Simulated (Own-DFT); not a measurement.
# What a defect does to the pressure of its cell: zincblende GaP

The numbers are computed, not measured, by runs of the plane-wave DFT program Own-DFT (in-house, retired, unreviewed) at fixed positions, with no spin and no spin-orbit coupling.

Method: PBE; PseudoDojo norm-conserving scalar-relativistic files; cutoff 42 hartree; 2 x 3 x 3 k mesh centred on Gamma; Fermi-Dirac smearing of 0.1 eV.

Caveats (not all hold for every row): not probed for a lower state with spin; forces on such cells failed a check on a denser k mesh; forces on such cells moved up to 12 meV/angstrom on a denser k mesh; forces on such cells passed a denser k mesh, each cell not checked; stress not checked against mesh or cutoff.

All runs share one cell, with vectors in Å (16.352, 0.000, 0.000); (0.000, 10.901, 0.000); (0.000, 0.000, 10.901) and a volume of 1943.1 Å³. Atoms were moved at random from their sites; u is the rms move along one axis. The defect's site can differ from row to row.

| cell | formula | u (Å) | P (GPa) |
|---|---|---|---|
| no defect | Ga48P48 | 0.0199 | 2.71 |
| no defect | Ga48P48 | 0.0207 | 2.73 |
| no defect | Ga48P48 | 0.0476 | 3.16 |
| two P vacancies | Ga48P46 | 0.0302 | 2.51 |
| two P vacancies | Ga48P46 | 0.0495 | 2.88 |
| two P vacancies | Ga48P46 | 0.0508 | 2.91 |
| two P on a Ga site each | Ga46P50 | 0.0283 | 2.97 |
| two P on a Ga site each | Ga46P50 | 0.0302 | ? |
| two P on a Ga site each | Ga46P50 | 0.0505 | 3.27 |
| two P on a Ga site each | Ga46P50 | 0.0517 | 3.42 |

## Analysis

P = P0 + c u² + a shift for each defect gives P0 = 2.63 GPa, c = 229 ± 17 GPa/Å² and a scatter of 0.04 GPa. The shifts, and each times the cell's volume:

- two P on a Ga site each: 0.13 ± 0.04 GPa, 1.6 eV (0.8 eV for each of its 2 sites)
- two P vacancies: -0.32 ± 0.04 GPa, -3.8 eV (-1.9 eV for each of its 2 sites)

A positive shift means that the defect pushes the cell outwards. Shift times volume (160.2 GPa Å³ is 1 eV) depends little on the cell's size, so, taken for each site, it can be compared between cells at like pressure. The atoms around the defects weren't relaxed, which would change these numbers.

## The run left out

Q: what pressure belongs in the blank (two P on a Ga site each, u = 0.0302 Å)?

The fitted form gives 2.97 ± 0.05 GPa. The hidden result is 2.94 GPa.
